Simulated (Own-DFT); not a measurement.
## Calculated data, Hf36O71 (tetragonal hafnia with one neutral oxygen vacancy, atoms displaced)

A calculation, not a measurement: plane-wave PBE and HSE06 DFT by an unreviewed code, no spin, of a simulated cell at Gamma alone, so results move with cell size and shape, stress positive in tension, energies less offsets, not probed for a lower state with spin; hafnium file: forces about 75 meV/angstrom off all-electron values; oxygen file: force components 24 meV/angstrom off all-electron in a glass; k mesh not checked against a denser one; forces and stress are PBE's, HSE06 gives the energy alone, and its difference from PBE has offsets of its own; offsets are fitted by least squares, one for each functional and potential file, so energies compare only between cells with the same atoms and settings and are not formation energies; the far tail of each file's local potential was reset to the Coulomb form; each entry is a single point on an unrelaxed cell, so the pressure reflects the starting lattice, taken from the Materials Project, from which strain is counted, and rises with the displacements; printed positions are rounded, which can move forces by about a meV/angstrom; the program is a retired in-house code; no spin-orbit coupling. Program: Own-DFT development build.

Hf36O71 (tetragonal hafnia with one neutral oxygen vacancy, atoms displaced)

```
CELL_PARAMETERS angstrom
10.78000 0.00000 0.00000
0.00000 10.78000 0.00000
0.00000 0.00000 10.44930
ATOMIC_POSITIONS crystal
Hf 0.00050 0.99610 0.00368
Hf 0.16238 0.16920 0.25571
O 0.99541 0.16170 0.15361
O 0.17785 0.00132 0.34490
O 0.00205 0.16728 0.39647
O 0.15571 0.00058 0.10110
Hf 0.00221 0.99638 0.49215
Hf 0.17183 0.16347 0.75580
O 0.00485 0.16497 0.65102
O 0.15979 0.99746 0.84494
O 0.00376 0.15839 0.91032
O 0.16925 0.00820 0.59281
Hf 0.99737 0.33173 0.99498
Hf 0.16476 0.49986 0.24566
O 0.00491 0.49405 0.15144
O 0.16380 0.33469 0.33963
O 0.99738 0.49826 0.39512
O 0.17317 0.33100 0.09560
Hf 0.00103 0.33126 0.49651
Hf 0.17230 0.50117 0.75225
O 0.99401 0.49785 0.64155
O 0.16000 0.33828 0.84861
O 0.99668 0.49817 0.90373
O 0.16587 0.32648 0.59234
Hf 0.00326 0.67390 0.99784
Hf 0.16233 0.83159 0.25373
O 0.00332 0.83578 0.14777
O 0.16514 0.66601 0.34345
O 0.99624 0.82914 0.40090
O 0.15570 0.65687 0.09166
Hf 0.00068 0.66798 0.49955
Hf 0.15858 0.83526 0.74713
O 0.99189 0.83165 0.65035
O 0.17058 0.67559 0.84972
O 0.00942 0.83820 0.90158
O 0.16393 0.66960 0.59792
Hf 0.33249 0.99391 0.00953
Hf 0.49893 0.16301 0.25611
O 0.32975 0.15796 0.15310
O 0.49787 0.99456 0.35050
O 0.32468 0.17022 0.40254
O 0.49958 0.99723 0.09713
Hf 0.32942 0.00162 0.49270
Hf 0.50373 0.16950 0.75543
O 0.33976 0.17002 0.65078
O 0.49807 0.99936 0.85384
O 0.50881 0.00464 0.60157
Hf 0.33858 0.33619 0.01015
Hf 0.49547 0.50177 0.24777
O 0.33062 0.50515 0.15033
O 0.50046 0.33571 0.34353
O 0.33374 0.49565 0.40795
O 0.50389 0.33019 0.09828
Hf 0.33502 0.34785 0.50888
Hf 0.50449 0.50395 0.75753
O 0.33743 0.49607 0.64843
O 0.49774 0.33154 0.83983
O 0.33487 0.50412 0.89713
O 0.49896 0.32935 0.59350
Hf 0.32305 0.67044 0.00157
Hf 0.50194 0.84588 0.24896
O 0.33473 0.82767 0.15128
O 0.49615 0.66467 0.34785
O 0.33548 0.83837 0.41267
O 0.48951 0.67062 0.10054
Hf 0.33583 0.66797 0.49281
Hf 0.49832 0.83114 0.74888
O 0.32908 0.83250 0.65875
O 0.49545 0.66331 0.85116
O 0.34222 0.84058 0.90530
O 0.50609 0.66763 0.60464
Hf 0.66959 0.99591 0.99558
Hf 0.83701 0.16331 0.24382
O 0.66907 0.16380 0.15400
O 0.83474 0.00250 0.34683
O 0.66615 0.16432 0.41060
O 0.82736 0.99930 0.10420
Hf 0.66585 0.00078 0.50735
Hf 0.83838 0.15844 0.74666
O 0.66840 0.16555 0.65241
O 0.83254 0.99516 0.85123
O 0.66461 0.17521 0.90172
O 0.83251 0.00374 0.59263
Hf 0.66505 0.33442 0.99723
Hf 0.83441 0.50105 0.25354
O 0.66752 0.50500 0.14837
O 0.83884 0.34024 0.34959
O 0.67825 0.49827 0.39426
O 0.83067 0.33426 0.09883
Hf 0.67149 0.33467 0.49025
Hf 0.83713 0.50972 0.75344
O 0.66417 0.50462 0.65135
O 0.84365 0.33106 0.85197
O 0.67244 0.50045 0.89897
O 0.83455 0.33266 0.59920
Hf 0.66191 0.66293 0.99880
Hf 0.83480 0.83930 0.25214
O 0.66942 0.82515 0.14634
O 0.82953 0.67755 0.34318
O 0.67171 0.83922 0.41053
O 0.82898 0.66463 0.09222
Hf 0.65917 0.66673 0.49782
Hf 0.83583 0.83671 0.74685
O 0.66108 0.83964 0.64959
O 0.83871 0.66852 0.85093
O 0.66876 0.83934 0.90164
O 0.82931 0.66826 0.60175
```

| Item | Value |
| --- | --- |
| first functional | PBE |
| second functional | HSE06 |
| exact exchange share | 0.25 |
| screening | 0.11 1/bohr |
| exchange divergence | Gygi-Baldereschi |
| potential files | PseudoDojo norm-conserving, scalar-relativistic, made for PBE, standard set |
| wave cutoff | 48 hartree |
| occupations | fixed |
| k mesh | 1 x 1 x 1 centred on Gamma |
| PBE energy of cell above offsets | -97.353 eV |
| HSE06 less PBE above offsets | 0.025 eV |
| PBE pressure | 2.16 GPa |
| PBE stress xx | -0.36 GPa |
| PBE stress yy | -3.67 GPa |
| PBE stress zz | -2.45 GPa |
| PBE stress yz | -0.52 GPa |
| PBE stress xz | 0.08 GPa |
| PBE stress xy | -0.03 GPa |

Force:
```
element  x (eV/Å)  y (eV/Å)  z (eV/Å)
     Hf    -0.721      0.94     0.036
     Hf     0.677     0.402    -1.231
      O     0.952     0.435    -0.395
      O    -0.953    -1.482     0.431
      O     0.171    -1.053     0.407
      O     2.092    -0.483     0.112
     Hf    -0.574     1.768     1.065
     Hf     0.384     0.889    -0.925
      O    -0.612    -0.309     0.326
      O     0.848     0.178     0.151
      O    -0.155     0.807    -0.832
      O    -0.938     -0.95     0.039
     Hf    -0.165     0.154     0.438
     Hf    -0.979    -1.021    -0.013
      O     -0.95    -0.086    -0.081
      O    -0.151     0.637     0.616
      O     0.364     1.388     0.623
      O    -0.614    -0.116     0.132
     Hf      -0.8     0.716     0.778
     Hf    -0.771    -0.288    -0.284
      O      1.45     0.636     1.092
      O     0.477    -0.624    -0.596
      O     0.481     1.549    -0.518
      O     0.123     0.827      0.57
     Hf    -3.046    -1.317      -0.5
     Hf     0.585     0.911    -1.044
      O     -0.57    -0.628     0.729
      O     0.545     0.317      0.65
      O     0.993     1.137    -0.517
      O     2.128     0.651     1.364
     Hf    -1.264     -2.21     0.468
     Hf     1.053     0.221    -0.048
      O      1.63     0.427    -0.781
      O     -0.22    -1.096    -0.305
      O    -0.652    -0.895    -0.615
      O     0.478    -0.159    -0.504
     Hf    -0.215     1.741    -0.911
     Hf     0.163     0.954     -0.66
      O     0.924     0.279     0.208
      O    -0.113     1.888     0.353
      O      0.78     0.115    -0.175
      O     0.525    -0.329     1.115
     Hf     1.203     2.397      2.28
     Hf    -0.081    -1.672    -1.576
      O    -0.984    -0.489     1.623
      O     0.081     0.623    -0.382
      O    -2.479    -0.477    -0.181
     Hf    -0.929    -0.788    -1.764
     Hf     1.284     0.107    -0.624
      O     0.404    -0.287      0.13
      O     0.116    -0.243    -0.127
      O     -0.09     2.626    -1.891
      O    -0.675     0.282     0.196
     Hf     0.205    -3.825     0.415
     Hf    -0.071    -0.895    -1.535
      O    -0.623     0.675     0.684
      O     -0.29     1.511     1.673
      O    -0.574    -0.607     0.705
      O     1.429     0.434    -0.185
     Hf     1.604     0.098    -0.575
     Hf     0.805    -2.816    -1.515
      O      -1.7     0.577     1.054
      O     0.096     0.744      0.71
      O    -0.226    -1.906    -1.519
      O     1.155     -0.63    -0.689
     Hf     0.168    -0.057     1.648
     Hf    -0.307     1.163     0.539
      O     0.341     -0.11    -0.384
      O     0.698     1.142     0.272
      O    -0.703    -1.471     0.206
      O    -1.964     0.213     -0.71
     Hf    -0.831     1.346     0.367
     Hf    -1.181     1.166     0.684
      O    -1.074     0.074     0.424
      O     0.702    -0.195      0.34
      O     -0.33     0.428    -1.391
      O     0.955    -0.234    -0.596
     Hf    -0.192      0.48      0.18
     Hf    -0.423     2.047    -0.128
      O     0.726     0.027     0.822
      O     0.016     0.684    -0.233
      O     0.263    -1.616     0.051
      O     1.594     -0.37     0.849
     Hf      1.52      -0.1     0.614
     Hf     0.129     0.651    -1.122
      O      -1.2     0.026       0.2
      O    -0.387    -2.036    -0.212
      O    -0.842     1.109      0.49
      O     0.049    -0.048    -0.057
     Hf    -0.052    -0.346     1.975
     Hf     -0.17    -1.926    -0.955
      O     0.491    -0.163     0.085
      O    -0.175    -0.168    -0.761
      O    -0.589     -0.26    -0.266
      O     -0.26    -0.382    -0.622
     Hf     0.057      0.96     1.349
     Hf    -1.018    -0.521     -1.04
      O    -0.821     0.743     1.173
      O     0.366    -1.455     0.421
      O     -0.59    -0.951    -1.379
      O     1.432     0.093    -0.056
     Hf     1.796    -0.167     0.142
     Hf    -2.454    -1.039     0.299
      O     1.383    -0.472     0.867
      O    -0.074     1.308    -0.512
      O    -0.302     -2.06    -0.528
      O     0.236     0.127    -0.731
```
